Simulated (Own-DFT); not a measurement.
# Response to strain: wurtzite GaN, 72 atoms (Ga36N36)

All numbers below are calculated, not measured. The program, named Own-DFT, is a retired in-house plane-wave density functional code that no person has reviewed. Each row is one single-point run on a periodic cell that was not relaxed, without spin or spin-orbit coupling.

Settings of every run: PBE; PseudoDojo norm-conserving scalar-relativistic files (stringent for Ga); cutoff 96 hartree; 4 x 4 x 3 k mesh centred on Gamma; Gaussian smearing of 0.01 eV.

Known limits: forces not confirmed at this smearing and k mesh; stress not checked against mesh or cutoff.

Unstrained cell vectors in Å: (9.567, 0.000, 0.000); (-4.783, 8.285, 0.000); (0.000, 0.000, 10.370). The unstrained cell has measured lattice constants (interpolated for alloys), not those of this functional. That, the random moves and any unrelaxed bonds set the pressure at no strain. Each run strains this cell uniformly, with the atoms carried along. Every atom was also moved at random, by a Gaussian of width 0.05 Å on each axis. Strain is the symmetric tensor, in per cent. Stress is positive in tension, and the pressure is minus a third of its trace.

```
run  e_xx (%)  e_yy (%)  e_zz (%)  e_yz (%)  e_xz (%)  e_xy (%)  s_xx (GPa)  s_yy (GPa)  s_zz (GPa)  s_yz (GPa)  s_xz (GPa)  s_xy (GPa)  P (GPa)  E (meV/atom)
  1     -1.11      1.34      1.69     -0.83      0.71      0.87       -8.71       -2.86        0.92       -1.84        1.78        2.82     3.55           0.0
  2     -1.85     -0.33     -1.28     -0.22     -1.29      1.57      -16.86      -12.73      -14.56        0.29       -3.55        5.98    14.72          40.9
  3     -0.93     -1.92      0.57      0.77     -1.60      0.02      -15.36      -18.83       -5.23        2.53       -4.89        2.02    13.14          53.7
  4     -1.79     -0.36     -1.52     -1.73      1.89     -1.12      -19.59      -12.30      -14.90       -4.10        4.93       -2.39    15.60          58.2
  5     -0.94      0.04      1.76     -1.61     -0.48     -0.40       -8.30       -7.51       -1.39       -3.42       -0.96       -2.41     5.73          23.6
  6     -1.04      1.69     -0.36      1.06      0.11     -1.18       -9.51       -1.43       -8.77        1.56        0.85       -2.29     6.57          16.6
  7      1.71      1.04     -0.42     -0.26      1.86     -1.31        0.98       -2.83       -8.20       -0.88        3.52       -3.48     3.35          27.3
  8     -1.94      1.89      1.53      1.30     -0.77      1.24      -11.92        0.12       -2.43        2.79       -2.01        4.32     4.74          25.5
  9     -1.22     -1.44      1.05      0.41     -0.86     -1.84      -14.24      -13.99       -3.88        1.44       -2.24       -6.90    10.70          27.9
 10      0.24     -1.56      0.25     -1.66     -0.13     -1.80      -10.13      -13.35       -6.42       -2.49        1.09       -7.31     9.97          34.2
 11     -1.30      1.19      1.21     -1.81     -1.76     -1.54      -11.08       -2.35       -3.37       -3.33       -4.05       -4.38     5.60          27.5
 12      1.86     -0.62     -1.21      1.79      1.63     -0.44       -1.84       -8.24      -11.56        3.41        3.78       -1.69     7.21          27.4
 13      0.49     -0.36      1.89     -1.65     -0.44      1.33       -3.78       -7.28        0.34       -3.61       -0.76        4.43     3.57          11.7
 14      1.48     -0.37     -1.08      0.82     -0.22      1.25       -0.72       -7.88      -12.62        2.40       -0.48        3.11     7.07           7.9
 15     -1.80      0.82      0.22      0.22      0.95     -0.50      -15.89       -6.89       -7.29        0.67        1.16       -1.08    10.02          50.6
 16      0.62      1.79     -0.01      1.55     -1.25     -1.15       -2.56       -1.19       -4.39        2.92       -2.58       -3.24     2.71          11.3
 17      1.50      0.61     -0.75      0.07     -0.75      1.04           ?           ?           ?           ?           ?           ?        ?             ?
```

E is the free energy for each atom above the lowest run shown.

## Worked fit

Each stress component was fitted by least squares to a constant and the strains of the runs shown, as fractions, with shears doubled. Shear strains stay in the fit of a normal stress only where such slopes are resolved. The slopes, in GPa:

```
stress  at no strain  per e_xx  per e_yy  per e_zz  scatter
  s_xx          -7.7  471 ± 24  166 ± 25  116 ± 27     1.17
  s_yy          -7.9  112 ± 22  426 ± 23   72 ± 26     1.11
  s_zz          -7.4   61 ± 20   37 ± 21  425 ± 23     1.00
```

Each shear stress against twice its own strain: yz 103 ± 5, xz 113 ± 9, xy 163 ± 12 GPa. These are stiffnesses along x, y and z of the frame in which the cell vectors are given, which need not be the crystal's axes. The atoms are held to the strained lattice; where symmetry lets them move under strain, relaxing them would lower some slopes. The table should be nearly symmetric about its diagonal, and what it lacks of that shows the noise. A ninth of its sum, 210 ± 5 GPa, estimates the bulk modulus near the mean pressure of these runs, 7.8 GPa, so it lies above the value at zero pressure.

## Withheld run

Question: what normal stresses and pressure should run 17 give?

The fit gives s_xx = -0.5, s_yy = -4.2, s_zz = -9.4 and P = 4.7 GPa. The calculation gave 0.51, -3.54, -9.96 and P = 4.33 GPa.
